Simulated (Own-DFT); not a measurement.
Simulation results for GaP (zincblende, strained, atoms displaced), SiC (2H silicon carbide, atoms displaced), GaP (zincblende, atoms displaced)

Computed with Own-DFT development build. A calculation, not a measurement: plane-wave PBE density functional theory by an unreviewed code, no spin, of a simulated periodic cell, stress positive in tension, free energy of the whole cell less one offset for each atom, forces on such cells passed a denser k mesh, this cell's mesh not checked; offsets are fitted by least squares, one for each functional and potential file, so energies compare only between cells with the same atoms and settings and are not formation energies; the far tail of each file's local potential was reset to the Coulomb form; each entry is a single point on an unrelaxed cell, so the pressure reflects the starting lattice, mostly measured values (interpolated for alloys), from which strain is counted, and rises with the displacements; printed positions are rounded, which can move forces by about a meV/angstrom; the program, named Own-DFT, is a retired in-house code; no spin-orbit coupling.

Common to all runs: functional PBE; potential files PseudoDojo norm-conserving, scalar-relativistic, standard set; wave cutoff 42 hartree; occupations Fermi-Dirac; smearing width 0.1 eV.

(1) GaP (zincblende, strained, atoms displaced)

```
GaP
1.0
     10.8620     0.0000     0.0000
      0.0000    10.8620     0.0000
      0.0000     0.0000    10.9439
Ga P Ga P Ga P Ga P Ga P Ga P Ga P Ga P
4 4 4 4 4 4 4 4 4 4 4 4 4 4 4 4
Direct
  0.99892 0.00050 0.99512
  0.99940 0.25031 0.25159
  0.24837 0.99916 0.25119
  0.25204 0.24795 0.99790
  0.12120 0.12531 0.12559
  0.12603 0.37511 0.37683
  0.37119 0.12228 0.37344
  0.37407 0.37727 0.12616
  0.99615 0.99878 0.49749
  0.99943 0.25352 0.74986
  0.25035 0.00211 0.74985
  0.25030 0.25307 0.50006
  0.12561 0.12480 0.62750
  0.12676 0.38034 0.87361
  0.37339 0.12721 0.87512
  0.37368 0.37545 0.62192
  0.99658 0.49656 0.00060
  0.99909 0.75241 0.24783
  0.25560 0.50178 0.25404
  0.24900 0.75719 0.99736
  0.12672 0.62463 0.12622
  0.12734 0.86966 0.37937
  0.37561 0.62842 0.37979
  0.37457 0.87191 0.12293
  0.99693 0.49862 0.49843
  0.00345 0.75124 0.75280
  0.24959 0.50239 0.74879
  0.25198 0.75131 0.50028
  0.12646 0.62259 0.62365
  0.12637 0.87185 0.87466
  0.37427 0.62499 0.87838
  0.37430 0.87582 0.62704
  0.50305 0.99953 0.99958
  0.50033 0.25276 0.24609
  0.75402 0.99747 0.24590
  0.75157 0.24903 0.00224
  0.62488 0.12578 0.11968
  0.62732 0.37954 0.37578
  0.87375 0.12349 0.37628
  0.87256 0.37592 0.12570
  0.50336 0.00157 0.49539
  0.49906 0.25064 0.74970
  0.75017 0.99900 0.74531
  0.74934 0.24788 0.49935
  0.62301 0.12773 0.62088
  0.62782 0.37624 0.87716
  0.87654 0.12495 0.87678
  0.87512 0.37139 0.62636
  0.50088 0.50055 0.99936
  0.50016 0.75028 0.24946
  0.74878 0.50217 0.24891
  0.74850 0.74751 0.99931
  0.62545 0.62500 0.12917
  0.62631 0.87040 0.37483
  0.87378 0.62624 0.37173
  0.87270 0.86928 0.12379
  0.50064 0.50623 0.49974
  0.49426 0.75389 0.74966
  0.74440 0.49763 0.75203
  0.75362 0.75387 0.50006
  0.62548 0.62250 0.62039
  0.62389 0.87860 0.87560
  0.87419 0.62657 0.87931
  0.87429 0.87830 0.62518
```

* hardware: one NVIDIA H100
* k mesh: 3 x 3 x 3 centred on Gamma
* free energy of cell above offsets: -35.270 eV
* pressure: 3.09 GPa
* stress xx: -3.29 GPa
* stress yy: -3.24 GPa
* stress zz: -2.74 GPa
* stress yz: -0.04 GPa
* stress xz: -0.33 GPa
* stress xy: 0.39 GPa
* wall time: 497.9 s

Force:
```tsv
element	x (eV/Å)	y (eV/Å)	z (eV/Å)
Ga	0.107	-0.43	0.61
Ga	-0.056	0.13	0.03
Ga	-0.178	-0.274	-0.277
Ga	-0.56	0.517	0.41
P	0.312	-0.175	-0.21
P	-0.121	0.128	-0.331
P	0.539	0.568	-0.004
P	0.072	-0.153	-0.349
Ga	0.753	0.121	0.296
Ga	0.409	-0.343	0.317
Ga	-0.096	-0.161	0.098
Ga	-0.148	-0.61	0.04
P	-0.33	0.115	-0.466
P	-0.181	-0.589	0.24
P	0.498	-0.463	-0.055
P	0.41	0.337	0.349
Ga	0.484	0.429	0.144
Ga	0.423	-0.451	0.222
Ga	-0.532	0.107	-0.087
Ga	0.062	-1.144	0.485
P	-0.046	0.042	-0.184
P	-0.567	0.66	-0.573
P	0.144	-0.023	-0.564
P	0.195	0.69	0.312
Ga	0.024	0.132	0.105
Ga	-0.432	-0.464	-0.475
Ga	0.348	-0.072	0.042
Ga	-0.093	-0.213	0.597
P	-0.41	0.417	-0.07
P	-0.136	0.985	-0.209
P	-0.003	0.203	-0.385
P	0.073	0.479	-0.553
Ga	-0.639	0.142	0.018
Ga	0.08	-0.226	0.494
Ga	-0.535	0.151	0.201
Ga	0.075	0.09	-0.296
P	0.101	-0.149	0.807
P	-0.351	-0.474	-0.112
P	-0.016	0.107	-0.463
P	0.157	-0.222	0.255
Ga	-0.402	-0.309	0.147
Ga	0.045	0.26	-0.028
Ga	-0.288	0.57	0.484
Ga	0.051	0.435	-0.069
P	0.06	-0.294	0.494
P	-0.533	-0.551	0.049
P	-0.379	0.184	-0.638
P	-0.416	0.491	-0.197
Ga	0.012	0.053	0.318
Ga	-0.177	-0.107	0.113
Ga	0.192	-0.165	0.2
Ga	-0.391	0.179	0.067
P	-0.313	0.048	-0.649
P	0.038	0.692	-0.272
P	0.232	0.037	0.322
P	0.406	0.679	-0.39
Ga	-0.145	-0.768	-0.073
Ga	0.685	-0.643	0.182
Ga	0.726	0.465	-0.372
Ga	-0.143	-0.608	0.055
P	0.17	0.886	0.872
P	0.283	-0.541	-0.417
P	0.018	-0.333	-0.76
P	0.438	-0.572	0.154
```

(2) GaP (zincblende, strained, atoms displaced)

```
GaP
1.0
     10.8620     0.0000     0.0000
      0.0000    10.8620     0.0000
      0.0000     0.0000    10.9439
Ga P Ga P Ga P Ga P Ga P Ga P Ga P Ga P
4 4 4 4 4 4 4 4 4 4 4 4 4 4 4 4
Direct
  0.99706 0.00278 0.99693
  0.99647 0.25652 0.25197
  0.24170 0.99070 0.25942
  0.27278 0.24647 0.00160
  0.10818 0.10836 0.13008
  0.13386 0.38053 0.37025
  0.37279 0.12179 0.37374
  0.37682 0.36622 0.11897
  0.99361 0.99139 0.49886
  0.99368 0.24861 0.74805
  0.24623 0.00716 0.75479
  0.25256 0.25121 0.49117
  0.11754 0.13603 0.63052
  0.13975 0.37626 0.87980
  0.36652 0.12143 0.88248
  0.38154 0.36923 0.62427
  0.99299 0.50321 0.00234
  0.00553 0.74708 0.24148
  0.24396 0.49497 0.26016
  0.25657 0.74868 0.02044
  0.12658 0.62001 0.11784
  0.13261 0.86173 0.37911
  0.36781 0.62897 0.37242
  0.37805 0.86515 0.14392
  0.00777 0.51134 0.50042
  0.98897 0.74729 0.74956
  0.25080 0.49028 0.75867
  0.24919 0.74504 0.50032
  0.12015 0.62059 0.62266
  0.12889 0.86535 0.87272
  0.37801 0.63541 0.87403
  0.38954 0.87944 0.62124
  0.48625 0.99936 0.00689
  0.50569 0.23813 0.23347
  0.75903 0.00852 0.24505
  0.74614 0.25496 0.00895
  0.63087 0.11010 0.12549
  0.62023 0.37442 0.38589
  0.86966 0.12551 0.36906
  0.87247 0.38116 0.12782
  0.50251 0.99920 0.49983
  0.49322 0.25818 0.75014
  0.74735 0.00958 0.75088
  0.74650 0.24002 0.49795
  0.63158 0.12579 0.61497
  0.62626 0.37950 0.87656
  0.87724 0.12853 0.88448
  0.87129 0.37971 0.61853
  0.50255 0.51220 0.00207
  0.50900 0.74796 0.23978
  0.75645 0.49044 0.25464
  0.75345 0.76149 0.00434
  0.60049 0.62546 0.12789
  0.61876 0.87405 0.37397
  0.86091 0.63370 0.37555
  0.87579 0.88965 0.12314
  0.50233 0.50157 0.49259
  0.49067 0.75757 0.73873
  0.73765 0.50889 0.75762
  0.74009 0.74068 0.50389
  0.63125 0.63126 0.62520
  0.62455 0.88498 0.88818
  0.88262 0.61866 0.86810
  0.87716 0.87869 0.63659
```

- hardware: one NVIDIA H100
- k mesh: 3 x 3 x 3 centred on Gamma
- free energy of cell above offsets: -28.298 eV
- pressure: 4.79 GPa
- stress xx: -4.6 GPa
- stress yy: -5.09 GPa
- stress zz: -4.69 GPa
- stress yz: 0.17 GPa
- stress xz: 0.08 GPa
- stress xy: 0.02 GPa
- wall time: 558.4 s

Force:
```tsv
element	x (eV/Å)	y (eV/Å)	z (eV/Å)
Ga	0.638	-1.133	-1.135
Ga	0.585	-0.545	-0.126
Ga	0.384	0.7	-0.501
Ga	-3.537	0.02	0.439
P	2.074	1.841	0.585
P	-2.514	-1.59	1.671
P	0.36	-0.051	-0.457
P	0.994	2.031	1.574
Ga	0.784	0.576	-0.002
Ga	-0.221	1.477	0.873
Ga	-0.355	-0.908	-0.905
Ga	-0.14	-0.248	0.987
P	1	-1.355	-1.59
P	-2.125	-1.381	1.063
P	1.904	-0.483	-1.56
P	-1.193	1.427	-0.847
Ga	1.156	-0.719	-0.67
Ga	-0.793	0.356	0.502
Ga	1.875	1.377	-2.498
Ga	-0.059	0.326	-1.902
P	-0.257	-0.474	1.169
P	-1.86	0.686	0.01
P	1.206	-0.513	-0.195
P	-1.1	2.046	-1.168
Ga	-1.759	-1.303	-1.304
Ga	1.778	0.149	-0.187
Ga	0.94	1.514	-1.297
Ga	0.612	-0.039	1.307
P	1.495	1.045	1.713
P	-0.217	0.388	0.711
P	-0.556	-0.617	-0.06
P	-3.095	0.741	-0.281
Ga	0.462	-0.66	0.196
Ga	-0.337	0.762	1.598
Ga	-0.86	-1.593	1.091
Ga	0.099	-0.482	-0.583
P	-0.849	1.272	-1.083
P	0.754	-1.183	-2.093
P	1.172	0.386	1.032
P	0.474	-0.692	-0.48
Ga	0.197	0.681	-0.789
Ga	1.268	-1.499	0.714
Ga	0.111	-0.292	0.754
Ga	1.023	1.725	-0.384
P	-1.622	-0.438	1.903
P	-0.715	-0.424	0.598
P	-0.852	0.764	-0.889
P	-0.045	-0.064	0.436
Ga	-1.503	-1.76	-1.678
Ga	-1.216	1.049	3.444
Ga	-1.881	1.164	0.778
Ga	-0.335	-1.107	-0.108
P	5.116	-1.142	-0.558
P	1.3	0.035	-0.324
P	1.947	-0.703	-0.816
P	0.597	-1.904	0.353
Ga	-0.792	0.871	1.048
Ga	2.012	-0.833	1.939
Ga	1.248	-0.697	-0.916
Ga	1.109	2.654	-0.721
P	-2.423	-1.192	1.054
P	-0.483	-0.415	-1.587
P	-1.652	0.574	1.257
P	-1.331	-0.199	-1.102
```

(3) SiC (2H silicon carbide, atoms displaced)

```
SiC
1.0
      9.2481     0.0000     0.0000
     -4.6241     8.0091     0.0000
      0.0000     0.0000    10.0681
Si C Si C Si C Si C Si C Si C Si C Si C Si C Si C Si C Si C Si C Si C Si C Si C Si C Si C
2 2 2 2 2 2 2 2 2 2 2 2 2 2 2 2 2 2 2 2 2 2 2 2 2 2 2 2 2 2 2 2 2 2 2 2
Direct
  0.00003 0.99580 0.99999
  0.09893 0.22434 0.25306
  0.00631 0.99677 0.19415
  0.10738 0.22071 0.44857
  0.98866 0.99585 0.49362
  0.11929 0.23013 0.75916
  0.00670 0.99975 0.68733
  0.11219 0.22481 0.94316
  0.00669 0.33441 0.99645
  0.11483 0.55378 0.24826
  0.00303 0.32977 0.19087
  0.10106 0.55637 0.44153
  0.00207 0.33472 0.49083
  0.10661 0.55561 0.75151
  0.99059 0.32379 0.68794
  0.12682 0.56713 0.94619
  0.99501 0.65313 0.99949
  0.11801 0.89130 0.22975
  0.00160 0.65883 0.17922
  0.11066 0.88428 0.43777
  0.99914 0.67162 0.49243
  0.09776 0.87348 0.76077
  0.99957 0.65392 0.68880
  0.10978 0.90593 0.94527
  0.32764 0.99384 0.00407
  0.44480 0.21578 0.25130
  0.33816 0.99322 0.19054
  0.44636 0.22446 0.44240
  0.33304 0.99679 0.50855
  0.44585 0.22548 0.74806
  0.34914 0.01191 0.68274
  0.45296 0.21854 0.94134
  0.34025 0.33823 0.99978
  0.44454 0.55308 0.24799
  0.33676 0.33311 0.19778
  0.43134 0.56503 0.43470
  0.34068 0.33998 0.50230
  0.44999 0.54238 0.75059
  0.33321 0.32659 0.68159
  0.43482 0.55074 0.93903
  0.33074 0.66514 0.00975
  0.42302 0.88086 0.24825
  0.32291 0.66126 0.18839
  0.45090 0.88352 0.44087
  0.34034 0.67568 0.50970
  0.45137 0.89638 0.75767
  0.32592 0.65841 0.69133
  0.44970 0.89075 0.93708
  0.66746 0.99838 0.00219
  0.77105 0.23182 0.25089
  0.68129 0.01347 0.19292
  0.78004 0.21191 0.42631
  0.66330 0.99095 0.49925
  0.78881 0.22240 0.74371
  0.66209 0.99183 0.68773
  0.78046 0.21914 0.93984
  0.66581 0.32828 0.99361
  0.76983 0.55427 0.25211
  0.66014 0.33511 0.18860
  0.78046 0.55434 0.43107
  0.66319 0.33735 0.51110
  0.79312 0.57455 0.74072
  0.66784 0.33602 0.69405
  0.78343 0.56146 0.94286
  0.65565 0.65723 0.99969
  0.78175 0.88777 0.24734
  0.67129 0.66321 0.18883
  0.77826 0.90109 0.43664
  0.66088 0.67221 0.50603
  0.77499 0.87574 0.74526
  0.66974 0.65620 0.68859
  0.76749 0.87820 0.93275
```

- k mesh: 4 x 4 x 3 centred on Gamma
- free energy of cell above offsets: -3.082 eV
- pressure: 6.21 GPa
- stress xx: -8.65 GPa
- stress yy: -3.51 GPa
- stress zz: -6.47 GPa
- stress yz: 0.39 GPa
- stress xz: -0.47 GPa
- stress xy: 1.14 GPa

Force:
```tsv
element	x (eV/Å)	y (eV/Å)	z (eV/Å)
Si	-4.103	1.608	1.259
Si	3.865	-1.33	1.355
C	-1.716	1.158	-1.635
C	1.28	0.448	-1.892
Si	2.927	0.894	1.599
Si	-0.976	-1.806	-2.088
C	-1.002	-0.854	0.476
C	1.419	-0.513	-0.324
Si	-1.426	0.394	1.549
Si	-2.149	-1.056	1.428
C	-2.716	1.543	-1.555
C	2.242	0.378	-0.998
Si	-1.335	-0.399	1.604
Si	2.439	-1.823	0.614
C	3.202	2.58	-0.691
C	-2.533	-2.292	-2.476
Si	-0.033	2.036	0.461
Si	-0.317	-2.455	3.636
C	-0.904	0.589	1.775
C	-0.374	1.704	-1.103
Si	0.263	-0.957	0.706
Si	1.305	2.704	-1.906
C	-0.594	3.041	-1.15
C	3.909	-3.98	-1.418
Si	1.411	1.111	-1.205
Si	-0.717	0.987	1.014
C	-2.899	2.476	-1.777
C	-0.006	-0.577	-0.517
Si	-0.01	0.177	-2.607
Si	0.995	-0.786	0.885
C	-1.012	-2.181	3.398
C	-2.725	-0.141	-0.912
Si	0.058	-1.957	1.593
Si	-0.29	0.79	0.796
C	-0.953	-0.896	-1.538
C	3.354	-1.392	0.823
Si	-1.503	-0.857	-1.982
Si	-2.554	1.225	0.057
C	-0.242	1.071	2.272
C	1.161	0.464	-0.21
Si	1.496	1.561	-1.889
Si	6.159	-0.718	2.439
C	2.503	0.83	0.33
C	-2.794	0.906	-1.082
Si	-2.65	-1.376	-0.667
Si	-0.717	-1.426	-1.884
C	1.549	1.002	0.861
C	-1.214	-0.679	1.987
Si	0.495	0.408	0.451
Si	1.965	-0.817	-0.968
C	-1.5	-2.453	-1.442
C	-1.574	1.298	3.618
Si	-0.944	2.719	0.203
Si	-3.452	-1.867	1.862
C	1.308	0.493	-0.277
C	0.416	0.639	-0.958
Si	1.267	1.32	1.188
Si	2.388	-0.395	-1.098
C	0.466	0.011	-1.057
C	-1.887	0.473	2.532
Si	1.788	-0.773	-2.23
Si	0.356	-4.832	3.129
C	0.797	0.803	-0.092
C	-1.075	-1.385	-2.12
Si	1.323	1.117	0.24
Si	-0.862	0.518	0.365
C	-2.494	1.044	-0.496
C	1.139	-3.453	-0.384
Si	0.83	-0.531	-2.765
Si	-0.329	2.537	0.698
C	-2.315	1.389	-0.832
C	0.817	0.514	1.02
```

(4) GaP (zincblende, atoms displaced)

```
GaP
1.0
     10.9010     0.0000     0.0000
      0.0000    10.9010     0.0000
      0.0000     0.0000    10.9010
Ga P Ga P Ga P Ga P Ga P Ga P Ga P Ga P
4 4 4 4 4 4 4 4 4 4 4 4 4 4 4 4
Direct
  0.99533 0.99389 0.99610
  0.99567 0.24177 0.24315
  0.24641 0.99079 0.24497
  0.24876 0.25114 0.00031
  0.11249 0.11507 0.13219
  0.12507 0.36178 0.37046
  0.36343 0.10768 0.37534
  0.36920 0.37149 0.13884
  0.99558 0.99381 0.50682
  0.00156 0.25420 0.74605
  0.24112 0.99559 0.74818
  0.24766 0.26222 0.50039
  0.13330 0.11683 0.62404
  0.11404 0.38618 0.88685
  0.37003 0.12018 0.86361
  0.37675 0.37221 0.63152
  0.02048 0.49204 0.98849
  0.00342 0.76288 0.25524
  0.24402 0.50051 0.24412
  0.23742 0.76033 0.00119
  0.11823 0.61745 0.12432
  0.13104 0.87166 0.38869
  0.35140 0.61886 0.37597
  0.38016 0.88217 0.14466
  0.99062 0.51023 0.50281
  0.00930 0.74367 0.75607
  0.24765 0.51640 0.74917
  0.23614 0.75595 0.50305
  0.11999 0.64362 0.62948
  0.12945 0.86273 0.88208
  0.37214 0.63402 0.87676
  0.37921 0.86608 0.62878
  0.48751 0.00443 0.00050
  0.48334 0.24556 0.26362
  0.75559 0.99580 0.23486
  0.74183 0.26033 0.01092
  0.62647 0.11855 0.12686
  0.62650 0.35987 0.35843
  0.87876 0.12077 0.37358
  0.85927 0.38256 0.12184
  0.51711 0.00990 0.51088
  0.50949 0.25254 0.76521
  0.75369 0.99773 0.75060
  0.75992 0.24397 0.49012
  0.62710 0.11416 0.61646
  0.62848 0.36866 0.89001
  0.88439 0.12219 0.88076
  0.87057 0.37539 0.62447
  0.51916 0.51787 0.98735
  0.50762 0.74657 0.24039
  0.74885 0.50184 0.25330
  0.75033 0.74827 0.99898
  0.61352 0.62369 0.11730
  0.62773 0.86817 0.36861
  0.88421 0.62899 0.38652
  0.85311 0.87808 0.12268
  0.49914 0.49645 0.49472
  0.49983 0.74017 0.76079
  0.74612 0.50031 0.76085
  0.75378 0.75599 0.50805
  0.63160 0.60960 0.62300
  0.63038 0.89155 0.86620
  0.86579 0.63205 0.87729
  0.86590 0.87830 0.62150
```

- hardware: one NVIDIA H100
- k mesh: 3 x 3 x 3 centred on Gamma
- free energy of cell above offsets: -25.189 eV
- pressure: 5.1 GPa
- stress xx: -4.74 GPa
- stress yy: -5.14 GPa
- stress zz: -5.42 GPa
- stress yz: -1.38 GPa
- stress xz: -0.81 GPa
- stress xy: 1.06 GPa
- wall time: 568.6 s

Force:
```tsv
element	x (eV/Å)	y (eV/Å)	z (eV/Å)
Ga	0.309	-0.639	0.798
Ga	-0.817	1.202	0.509
Ga	-1.205	0.862	1.249
Ga	-0.026	-0.357	0.45
P	1.21	-0.255	-1.557
P	-1.288	1.834	-0.08
P	0.868	1.25	1.42
P	0.732	0.34	-1.942
Ga	0.489	0.746	-0.51
Ga	0.177	-0.639	0.209
Ga	1.127	-1.109	0.096
Ga	0.824	-1.739	0.234
P	-1.354	1.356	-0.335
P	5.365	-5.478	-6.063
P	-0.212	0.708	1.1
P	0.045	0.622	0.282
Ga	-6.504	5.198	5.116
Ga	-0.656	-0.729	-0.508
Ga	-0.417	-0.772	0.581
Ga	2.786	-2.142	2.935
P	-0.019	1.606	0.09
P	-1.801	1.957	-2.239
P	1.939	0.832	0.309
P	-0.127	-1.28	-2.724
Ga	1.844	-1.944	0.863
Ga	-2.624	1.422	0.799
Ga	0.079	-1.024	-0.041
Ga	2.904	-1.114	0.959
P	0.49	-2.813	-1.063
P	-2.098	2.809	-1.856
P	-0.406	-0.778	1.222
P	-0.031	0.62	-0.282
Ga	0.905	-0.103	-0.014
Ga	0.176	-1.272	-0.957
Ga	-1.903	1.868	3.19
Ga	0.977	-2.738	0.48
P	-1.333	1.077	-0.216
P	0.096	1.215	1.762
P	0.107	-0.933	-0.561
P	2.75	0.178	0.348
Ga	-3.983	-3.743	-3.413
Ga	-0.721	-0.808	-1.576
Ga	0.846	1.507	-0.448
Ga	-1.038	0.387	0.532
P	2.978	4.075	3.34
P	-0.578	1.347	-1.737
P	-1.361	1.33	-0.983
P	0.078	0.097	0.3
Ga	-3.158	-2.163	-0.721
Ga	-1.375	-0.083	1.856
Ga	-0.122	0.672	0.268
Ga	-1.522	0.746	-0.176
P	2.856	1.006	1.675
P	0.256	0.562	0.644
P	-1.867	1.112	-2.068
P	3.994	-2.206	-1.312
Ga	-0.198	-0.379	-0.408
Ga	1.351	1.178	-1.566
Ga	0.412	-0.709	-0.46
Ga	-1.158	-1.316	-1.092
P	-0.855	1.302	0.126
P	-1.774	-2.299	1.817
P	1.797	-1.154	-0.305
P	1.764	-0.306	1.657
```
